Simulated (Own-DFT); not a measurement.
# Reading a pressure off an energy slope: corundum Al2O3, 78 atoms (Al32O46), with two O vacancies

Calculated, not measured. Each geometry was run twice at fixed positions with Own-DFT, a retired in-house plane-wave program that no person has reviewed: with PBE, and with HSE06 (exact exchange share 0.25 at short range, screening 0.11 per bohr, Gygi-Baldereschi treatment of its divergence). Both used PseudoDojo norm-conserving files made for PBE, a cutoff of 48 hartree, the Gamma point alone, fixed occupations, a neutral cell and no spin. One k point on a cell 7.9 Å thick isn't converged, and results move with the size of the cell. The oxygen file's force components were 24 meV/Å off all-electron values in a glass.

Unstrained cell vectors in Å: (5.494, 0.000, 8.660); (-2.747, 4.758, 8.660); (-2.747, -4.758, 8.660), volume V0 = 679.1 Å³, from measured lattice constants. Each geometry has its own random strain of a few per cent, its own defect sites and random moves of rms u per axis. HSE06 gave the energy alone. D is its energy less that of PBE, over the lowest D shown. The PBE stress wasn't checked against mesh or cutoff.

```
run,V - V0 (Å³),u (Å),P with PBE (GPa),D (eV)
1,-7.4,0.0265,10.49,0.381
2,7.1,0.0284,4.70,0.974
3,-2.4,0.0285,8.20,0.585
4,-5.7,0.0308,9.82,0.497
5,-10.9,0.0483,13.06,0.326
6,-19.9,0.0476,16.78,0.000
7,-10.5,0.0311,11.12,0.258
8,4.5,0.0295,5.26,0.869
9,19.2,0.0289,0.71,1.435
10,22.5,0.0492,1.06,1.712
11,30.4,0.0529,-1.24,2.062
12,-15.2,0.0518,15.51,0.234
13,14.1,0.0275,2.15,?
```

## What the rows give

D = 0.62 + 0.0401 (V - V0) + 77 u² eV, with an error of 0.0004 on the volume slope, 7 on the last term and a scatter of 0.02 eV. Pressure is -dE/dV, and 1 eV/Å³ is 160.2 GPa, so HSE06 changes the pressure by -6.4 ± 0.1 GPa. With the ions held to the strained lattice, the PBE pressure falls by 250 ± 4 GPa per unit of volume strain; the shape of the strain isn't fitted, so the true error is larger, and a relaxed crystal would be softer. On that slope HSE06's volume at a given pressure is about 2.6 % smaller, or 0.9 % in lengths. At u = 0 and V0 the PBE pressure is 6.4 GPa, which puts the zero-pressure volume, against the measured cell and with the defects in, at +2.5 % for PBE and -0.0 % for HSE06, each good to a few tenths of a per cent.

## Check

Q: what D should run 13 give?

From the fit: 1.24 eV, with rows scattering by 0.02. Computed: 1.220 eV.
